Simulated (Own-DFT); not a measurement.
# Shaking the atoms of 4H SiC, 72 atoms (C36Si36)

Calculated results; nothing here was measured. They come from Own-DFT, an in-house plane-wave density functional program, since retired, whose code no person has reviewed. Each row is one single-point run on a periodic cell that was not relaxed, without spin or spin-orbit coupling.

Settings of every run: PBE; PseudoDojo norm-conserving scalar-relativistic files; cutoff 42 hartree; 4 x 4 x 3 k mesh centred on Gamma; Fermi-Dirac smearing of 0.1 eV.

Known limits, some of them of some rows only: some atoms lie very close together; forces on such cells passed a denser k mesh, each cell not checked; stress not checked against mesh or cutoff.

Cell vectors in Å: (9.248, 0.000, 0.000); (-4.624, 8.009, 0.000); (0.000, 0.000, 10.068). In each run every atom was moved at random and independently from its ideal site; u is the rms move along one axis. E is the free energy for each atom above the fitted value at u = 0, and F the rms of the force components.

```
run,u (Å),E (meV/atom),F (eV/Å),largest force (eV/Å),P (GPa)
1,0.0298,34.2,0.881,2.89,3.81
2,0.0318,36.2,0.913,3.59,3.90
3,0.0577,116.2,1.641,6.22,5.78
4,0.0602,?,?,?,?
5,0.0983,394.3,3.339,13.48,11.73
6,0.1078,400.0,3.181,17.11,12.59
```

## Worked fit

For small independent moves the energy grows as E = (3/2) K u², with K the mean stiffness felt by one atom. The runs with u up to 0.11 Å give K = 24.6 ± 1.4 eV/Å², with residuals divided by u² + 0.0006 Å², since the noise grows with the moves. The scatter is 8.7 meV/atom at u = 0.05 Å. The forces follow F = G u with G = 30.1 eV/Å²; no force at u = 0 is resolved. G exceeds K because the moves of its neighbours add to the force on an atom, and stiffness differs between atoms. The pressure follows P = 3.05 + 852 u² GPa: at fixed volume, shortened bonds push harder than stretched ones pull.

## Withheld run

Question: what energy and rms force should run 4 give?

The fit gives 134 ± 14 meV/atom and about 1.81 eV/Å. The calculation gave 125.4 meV/atom and 1.681 eV/Å.
